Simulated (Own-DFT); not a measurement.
Si$_{4}$SnGe$_{11}$ (diamond-structure random alloy, atoms displaced) (calculated)

A calculation, not a measurement: plane-wave density functional theory by an unreviewed code, no spin, of a simulated periodic cell, stress positive in tension, run twice, with PBE and with PBEsol, both on files made for PBE, so the change isn't that of files made for PBEsol, forces on such cells moved up to 12 meV/angstrom on a denser k mesh; the far tail of each file's local potential was reset to the Coulomb form; each entry is a single point on an unrelaxed cell, so the pressure reflects the starting lattice, mostly measured values (interpolated for alloys), from which strain is counted, and rises with the displacements; printed positions are rounded, which can move forces by about a meV/angstrom; the program, named Own-DFT, is a retired in-house code; no spin-orbit coupling; stress was not checked against mesh or cutoff. Program: Own-DFT development build.

## Si$_{4}$SnGe$_{11}$ (diamond-structure random alloy, atoms displaced)

```
cell vectors (Å)
  11.3064     0.0000     0.0000
   0.0000    11.3064     0.0000
   0.0000     0.0000    11.3064
atoms (fractions of the cell vectors)
Si  0.99079  0.99422  0.99619
Ge  0.00463  0.26396  0.25323
Ge  0.25320  0.00794  0.23963
Ge  0.25157  0.25085  0.99019
Ge  0.13685  0.12517  0.12338
Ge  0.12960  0.37324  0.37367
Ge  0.37863  0.11382  0.35984
Ge  0.37388  0.37207  0.12213
Ge  0.00557  0.99795  0.50695
Ge  0.00194  0.24966  0.75357
Ge  0.25326  0.00749  0.74784
Si  0.24399  0.24860  0.49915
Si  0.11249  0.11020  0.62825
Si  0.12644  0.37164  0.87641
Si  0.36934  0.12756  0.88388
Ge  0.38528  0.36717  0.62664
Ge  0.98756  0.50059  0.00269
Ge  0.99777  0.74800  0.25031
Ge  0.25459  0.50063  0.24192
Ge  0.25838  0.75060  0.00533
Si  0.12369  0.62634  0.12251
Ge  0.13610  0.87073  0.36695
Ge  0.38399  0.62050  0.36989
Sn  0.38125  0.86967  0.12868
Ge  0.99396  0.48217  0.51566
Ge  0.00357  0.75493  0.75634
Si  0.25321  0.50280  0.75605
Ge  0.25364  0.76607  0.49693
Sn  0.11728  0.61800  0.63137
Ge  0.11912  0.87690  0.88389
Si  0.37568  0.62862  0.87550
Si  0.37006  0.87765  0.62850
Ge  0.49631  0.00540  0.99352
Si  0.49769  0.25827  0.26491
Ge  0.75440  0.99426  0.26002
Ge  0.75371  0.25110  0.99551
Ge  0.62245  0.11943  0.12810
Ge  0.62969  0.38429  0.37165
Ge  0.89078  0.13109  0.36753
Ge  0.87530  0.38555  0.13103
Ge  0.49790  0.00328  0.49721
Si  0.51278  0.25037  0.75583
Si  0.74864  0.01705  0.75344
Ge  0.74858  0.25310  0.49908
Sn  0.61880  0.12876  0.63240
Ge  0.61134  0.37456  0.87948
Ge  0.89253  0.12099  0.86532
Si  0.86545  0.37029  0.61639
Si  0.50723  0.49234  0.99546
Ge  0.48940  0.74671  0.25016
Ge  0.73951  0.50339  0.24721
Ge  0.74960  0.75180  0.98980
Ge  0.61925  0.62081  0.12782
Sn  0.62551  0.87817  0.37351
Ge  0.88243  0.63554  0.36496
Si  0.87695  0.87705  0.13597
Ge  0.50877  0.48192  0.50454
Ge  0.51212  0.75183  0.75530
Ge  0.75409  0.49803  0.75463
Si  0.74592  0.74633  0.49946
Ge  0.62575  0.62658  0.61712
Ge  0.62615  0.87998  0.86642
Ge  0.87895  0.62388  0.87818
Ge  0.87102  0.87394  0.63027
```

```
functional                                        : PBE, then PBEsol
potential files                                   : PseudoDojo norm-conserving, scalar-relativistic, standard set
wave cutoff                                       : 49 hartree
occupations                                       : Fermi-Dirac
smearing width                                    : 0.1 eV
k mesh                                            : 3 x 3 x 3 centred on Gamma
PBE pressure                                      : 4.93 GPa
PBE stress xx                                     : -4.75 GPa
PBE stress yy                                     : -5.08 GPa
PBE stress zz                                     : -4.97 GPa
PBE stress yz                                     : 0.15 GPa
PBE stress xz                                     : -0.48 GPa
PBE stress xy                                     : -0.25 GPa
PBEsol pressure                                   : 2.26 GPa
PBEsol stress xx                                  : -2.08 GPa
PBEsol stress yy                                  : -2.41 GPa
PBEsol stress zz                                  : -2.29 GPa
PBEsol stress yz                                  : 0.13 GPa
PBEsol stress xz                                  : -0.47 GPa
PBEsol stress xy                                  : -0.22 GPa
rms change of force components from PBE to PBEsol : 0.054 eV/Å
```

Force:
```tsv
force element	PBE force x (eV/Å)	PBE force y (eV/Å)	PBE force z (eV/Å)	PBEsol force x (eV/Å)	PBEsol force y (eV/Å)	PBEsol force z (eV/Å)
Si	0.719	0.299	1.817	0.738	0.327	1.728
Ge	0.302	-0.965	-1.49	0.293	-0.928	-1.415
Ge	-0.842	-1.08	1.034	-0.798	-1.039	1.013
Ge	-0.443	0.342	1.045	-0.432	0.329	1.111
Ge	-2.466	0.866	-1.272	-2.336	0.854	-1.21
Ge	0.558	1.006	1.033	0.493	0.985	0.956
Ge	-0.214	2.133	2.008	-0.215	1.997	1.948
Ge	1.044	-0.138	-0.155	0.949	-0.13	-0.147
Ge	-0.932	-1.219	-1.745	-0.947	-1.22	-1.73
Ge	0.641	0.932	-1.848	0.575	0.847	-1.755
Ge	-0.519	-0.403	0.679	-0.534	-0.416	0.687
Si	0.557	-1.367	0.376	0.563	-1.306	0.34
Si	1.938	2.559	0.468	1.867	2.472	0.49
Si	-0.255	1.193	-0.259	-0.287	1.123	-0.222
Si	1.24	0.092	-2.051	1.186	0.062	-1.976
Ge	-1.624	-0.446	0.848	-1.526	-0.395	0.778
Ge	2.455	0.001	-0.062	2.308	0.011	-0.053
Ge	1.945	1.14	-1.601	1.88	1.088	-1.479
Ge	-0.87	0.513	0.344	-0.805	0.464	0.358
Ge	-2.283	-1.595	-1.651	-2.214	-1.487	-1.587
Si	0.027	-0.292	-0.18	0.028	-0.281	-0.175
Ge	-1.201	1.438	-0.191	-1.153	1.385	-0.17
Ge	-1.032	-0.73	1.817	-0.99	-0.694	1.72
Sn	-0.477	2.268	-1.34	-0.482	2.2	-1.304
Ge	0.028	0.702	-2.96	0.09	0.729	-2.904
Ge	-1.24	0.513	0.553	-1.206	0.496	0.543
Si	1.101	-1.268	0.671	1.069	-1.246	0.589
Ge	0.765	-2.08	0.424	0.699	-2.021	0.352
Sn	1.417	0.976	-0.886	1.313	0.976	-0.882
Ge	1.379	0.147	-0.264	1.359	0.094	-0.303
Si	0.671	-0.834	0.214	0.671	-0.738	0.225
Si	1.266	0.125	0.117	1.24	0.127	0.111
Ge	0.843	-0.034	-0.15	0.86	-0.071	-0.094
Si	0.253	-0.646	-1.685	0.24	-0.633	-1.649
Ge	1.829	2.374	-2.229	1.735	2.33	-2.137
Ge	0.11	-0.463	0.53	0.092	-0.44	0.521
Ge	0.416	1.152	0.338	0.42	1.087	0.294
Ge	-0.001	-1.667	0.318	0.023	-1.572	0.353
Ge	-1.062	-0.609	1.273	-1.037	-0.59	1.236
Ge	-1.021	-1.265	-0.111	-0.987	-1.212	-0.119
Ge	-1.965	-0.502	0.9	-1.889	-0.465	0.828
Si	-3.746	0.94	1.813	-3.644	0.961	1.757
Si	1.726	-2.506	0.606	1.701	-2.459	0.605
Ge	0.642	-0.321	-1.509	0.588	-0.324	-1.495
Sn	0.774	-0.499	-2.054	0.761	-0.493	-2.112
Ge	2.556	-0.364	-0.756	2.57	-0.37	-0.742
Ge	-1.928	-0.045	1.418	-1.858	0.034	1.344
Si	-0.093	-0.446	2.339	-0.096	-0.438	2.288
Si	-2.198	1.917	1.297	-2.122	1.851	1.309
Ge	2.765	-1.942	1.05	2.679	-1.895	1.023
Ge	1.817	0.862	0.189	1.756	0.835	0.177
Ge	0.015	0.191	1.779	0.001	0.158	1.691
Ge	-0.304	0.85	-1.588	-0.267	0.829	-1.493
Sn	-0.912	-1.94	1.033	-0.923	-1.831	0.968
Ge	-2.032	-2.336	2.596	-1.956	-2.268	2.47
Si	-0.415	-0.165	-1.59	-0.44	-0.2	-1.503
Ge	-0.755	2.106	-0.19	-0.715	2.042	-0.187
Ge	-2	-0.617	-1.38	-1.873	-0.577	-1.336
Ge	-0.631	-0.124	-0.676	-0.631	-0.082	-0.629
Si	1.712	-0.107	0.265	1.681	-0.112	0.263
Ge	0.278	-0.768	0.878	0.236	-0.787	0.891
Ge	0.863	1.319	0.8	0.8	1.225	0.795
Ge	-0.445	0.581	-0.889	-0.442	0.556	-0.854
Ge	-0.744	0.25	-0.108	-0.657	0.243	-0.096
```
